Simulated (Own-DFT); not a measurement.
Si$_{3}$N$_{4}$ (beta silicon nitride, strained, atoms displaced) (calculated)

A calculation, not a measurement: plane-wave PBE density functional theory by an unreviewed code, no spin, of a simulated periodic cell, stress positive in tension, free energy of the whole cell less one offset for each atom, forces on such cells moved up to 12 meV/angstrom on a denser k mesh; offsets are fitted by least squares, one for each functional and potential file, so energies compare only between cells with the same atoms and settings and are not formation energies; the far tail of each file's local potential was reset to the Coulomb form; each entry is a single point on an unrelaxed cell, so the pressure reflects the starting lattice, mostly measured values (interpolated for alloys), from which strain is counted, and rises with the displacements; printed positions are rounded, which can move forces by about a meV/angstrom; the program, named Own-DFT, is a retired in-house code; no spin-orbit coupling; before rounding, a Quantum ESPRESSO 7.3.1 run of the same cell and cutoff gave forces within 1 meV/angstrom rms on each cell, which checks the program and not the settings. Program: Own-DFT development build.

```xyz
112
Lattice="15.1384 -0.0827 -0.1369 -7.6408 13.2634 0.0927 -0.0524 0.0107 5.7386" Properties=species:S:1:pos:R:3:force_x:R:1:force_y:R:1:force_z:R:1 formula=Si3N4 functional=PBE potential_files=PseudoDojo_norm-conserving,scalar-relativistic,standard_set wave_cutoff=42 occupations=Fermi-Dirac smearing_width=0.1 k_mesh=2_x_2_x_4_centred_on_Gamma free_energy_of_cell_above_offsets=-7.761 pressure=12.39 stress_xx=-9.65 stress_yy=-7.59 stress_zz=-19.95 stress_yz=0.68 stress_xz=-3.73 stress_xy=-2.51
Si    -1.6207     5.1373     0.7766      2.198     -3.116      -2.52
Si     0.1696     2.6798     0.6838     -0.856      0.775      0.228
Si     1.3525     5.5544     0.6742     -0.139     -7.043      2.645
Si     5.3436     1.5329     2.1529     -1.523     -2.422     -3.188
Si     3.5677     3.8554     2.0774     -1.006      1.124      1.429
Si     2.3085     1.1345     2.0992      1.402      2.647      2.477
N      2.4689     0.2745     0.7432     -1.105     -4.269     -2.447
N      6.1049     2.0024     0.6366      3.932      1.913      3.994
N      2.6994     4.4113     0.7823      0.315      0.429     -3.935
N      1.3736     6.3497     2.0862     -0.048      4.387      3.776
N     -2.3670     4.6134     2.1710     -3.973     -1.257     -1.275
N      0.9998     2.2718     2.1355      1.028     -1.766     -0.974
N      0.0018     4.4057     0.7452     -1.112      1.025     -0.528
N      3.7713     2.1849     2.1178     -0.501     -0.602      0.504
Si    -1.7026     5.0823     3.5760      4.399      0.456      1.716
Si     0.2296     2.6683     3.5697       -2.9      1.948     -1.087
Si     1.3201     5.5525     3.6152      0.012      -4.48     -1.401
Si     5.3498     1.5583     5.0216     -2.482     -0.024     -3.186
Si     3.5547     3.9032     4.9700     -2.936      0.487      1.148
Si     2.3924     1.1540     5.0181     -1.464      0.386     -0.839
N      2.3988     0.2056     3.5415     -0.625      0.043      0.683
N      6.1807     1.9048     3.4926      1.276      1.373       2.82
N      2.7416     4.4123     3.5105     -0.292      0.895      1.393
N      1.3725     6.4494     5.1005      0.395      1.769     -4.871
N     -2.4546     4.6213     4.9748     -1.084      0.066      3.224
N      0.9049     2.1849     4.9699      2.441     -1.999      2.596
N     -0.0427     4.3891     3.6317     -0.043      2.127     -0.087
N      3.6922     2.2009     5.0621      1.927      0.708     -0.914
Si    -5.4861    11.7099     0.7588      2.897      0.836       2.76
Si    -3.6661     9.2864     0.8201      0.277      0.921     -3.032
Si    -2.4128    12.0404     0.7312     -3.756      1.866      0.944
Si     1.5216     8.1302     2.1799     -1.675     -1.453     -2.187
Si    -0.3383    10.6251     2.1181      2.521     -1.772      2.345
Si    -1.4180     7.7992     2.1218     -1.547     -0.685      2.319
N     -1.4038     6.7627     0.7993     -0.463      2.334     -2.102
N      2.4151     8.5622     0.7916      -3.74     -1.608     -1.848
N     -1.1287    11.0275     0.7216      2.369     -1.038      -1.82
N     -2.4847    12.9671     2.1977      0.773      3.205     -1.374
N     -6.3641    11.2563     2.2253      2.762      1.451     -0.561
N     -2.8566     8.7775     2.1428      1.352     -1.182      2.289
N     -3.7909    10.9653     0.8132     -1.981      2.093     -0.373
N     -0.0668     8.7646     2.1502      0.768      2.838      0.295
Si    -5.5148    11.7644     3.6556      2.534     -1.198     -0.417
Si    -3.6758     9.2768     3.6616     -0.036      2.956     -3.259
Si    -2.5056    12.1799     3.6469     -0.847     -1.905      1.249
Si     1.5728     8.1105     4.9795     -1.702      2.353      2.199
Si    -0.2923    10.5344     5.0231     -1.332      -1.09     -0.606
Si    -1.5103     7.7266     5.0051       0.47      2.186       2.89
N     -1.5476     6.8166     3.6675      0.452     -1.091      -3.63
N      2.3448     8.6287     3.5263     -1.663     -0.973      2.081
N     -1.1547    11.0523     3.5672      1.263     -0.086      1.291
N     -2.5373    13.1637     5.1392      0.512      -3.08     -1.392
N     -6.2757    11.3176     5.1069      -2.64     -0.809     -1.629
N     -2.8848     8.8326     4.9937      1.483     -2.028      4.309
N     -3.8077    11.0335     3.6805     -2.107      0.611     -0.032
N     -0.0866     8.7800     5.1082       0.57       0.27     -0.906
Si     5.9045     5.0186     0.7223      4.319      2.438      -3.79
Si     7.7740     2.7548     0.6581      0.248     -4.289     -0.958
Si     8.9750     5.3921     0.6426     -2.541      2.007     -0.017
Si    12.8463     1.5474     1.9910      3.245     -4.046      2.515
Si    11.1304     3.8475     2.0770     -0.585      0.082     -0.509
Si     9.8816     1.1414     2.0600      2.744     -0.748     -0.299
N      9.9733     0.2468     0.6057     -0.629     -2.407      0.436
N     13.6725     1.8375     0.6389      3.409      1.834     -3.576
N     10.2862     4.3859     0.5092        1.7     -0.688      3.984
N      8.9723     6.3978     2.1335      0.485     -0.493     -2.969
N      5.1229     4.7089     2.0489     -3.135      -2.64      4.001
N      8.6063     2.1641     2.1048     -2.265      1.405     -1.048
N      7.5852     4.3535     0.6245     -1.302      3.077      0.454
N     11.3803     2.1303     2.0133     -5.702       2.14      0.322
Si     5.8827     5.0448     3.5038      2.192      0.879      2.562
Si     7.7551     2.6869     3.5259     -0.434     -0.071     -1.075
Si     8.9111     5.4661     3.5029     -0.507      -1.92      0.953
Si    12.8268     1.4489     4.8905      3.174     -0.455     -1.008
Si    11.1132     3.8882     4.9616      0.372      -2.28     -2.808
Si     9.9766     1.0810     4.8834     -1.752      1.986     -0.021
N      9.9066     0.1508     3.4600     -0.045      0.352      0.471
N     13.7430     1.9116     3.3889     -0.311     -0.122      2.138
N     10.2391     4.2856     3.5182      0.646      0.992      -1.11
N      8.7760     6.3951     4.9263      1.571      0.437      1.188
N      5.0657     4.6424     5.0365      0.529     -0.625     -2.368
N      8.5310     2.1877     4.8900      1.363     -1.271      2.885
N      7.5633     4.3681     3.4799     -1.982      1.029     -0.037
N     11.3258     2.0941     4.8965      -1.84      3.094     -0.043
Si     2.1558    11.7595     0.6762       1.54      -0.24      2.866
Si     3.8390     9.2580     0.7830      6.648      2.122     -2.039
Si     5.0688    12.0654     0.6417      1.462     -1.209      2.779
Si     9.1031     8.1147     2.0119     -3.868      -0.43      2.806
Si     7.2677    10.4785     2.1201     -1.316     -1.804     -2.101
Si     6.0818     7.6753     2.1766      1.387     -0.002     -0.533
N      6.1223     6.7426     0.7259     -0.094      0.834     -0.642
N      9.8553     8.5752     0.6509      3.006      0.902     -1.044
N      6.4548    10.9944     0.6533     -0.001      0.616      0.065
N      5.1121    12.9865     2.1437     -0.274      1.967      -2.46
N      1.3626    11.3037     2.2133     -2.671     -1.345     -2.959
N      4.7904     8.7698     2.1867      -2.51      1.007     -0.791
N      3.7744    10.9986     0.6418     -2.984     -0.517      0.912
N      7.4332     8.7419     2.1700       1.65      0.167     -0.617
Si     2.1435    11.7149     3.6072      0.264     -0.094      1.186
Si     3.8409     9.2839     3.5159       4.87      2.103      2.282
Si     5.0536    12.0786     3.4882      1.544     -0.628      2.753
Si     9.1038     8.1156     4.9822     -2.816      0.152     -3.846
Si     7.1512    10.5430     4.9120      3.048     -1.757      4.091
Si     6.1062     7.8076     4.9892      0.469     -0.994       1.99
N      6.1106     6.7692     3.6487     -0.461     -0.859     -1.559
N      9.8885     8.6239     3.3993     -0.352     -0.748      3.139
N      6.5213    10.9914     3.5189     -3.786      2.755     -1.523
N      4.9428    12.9955     5.0381      0.926      1.294      -3.53
N      1.2580    11.2254     5.0940      0.241      0.304     -2.262
N      4.7407     8.8283     4.9863     -2.374      0.327      0.678
N      3.7301    11.0777     3.6368     -1.573     -2.892     -0.799
N      7.4940     8.8343     5.0166      0.313     -0.229     -0.297
```

Units: wave_cutoff in hartree; smearing_width, free_energy_of_cell_above_offsets in eV; pressure, stress_xx, stress_yy, stress_zz, stress_yz, stress_xz, stress_xy in GPa; force_x, force_y, force_z in eV/Å.
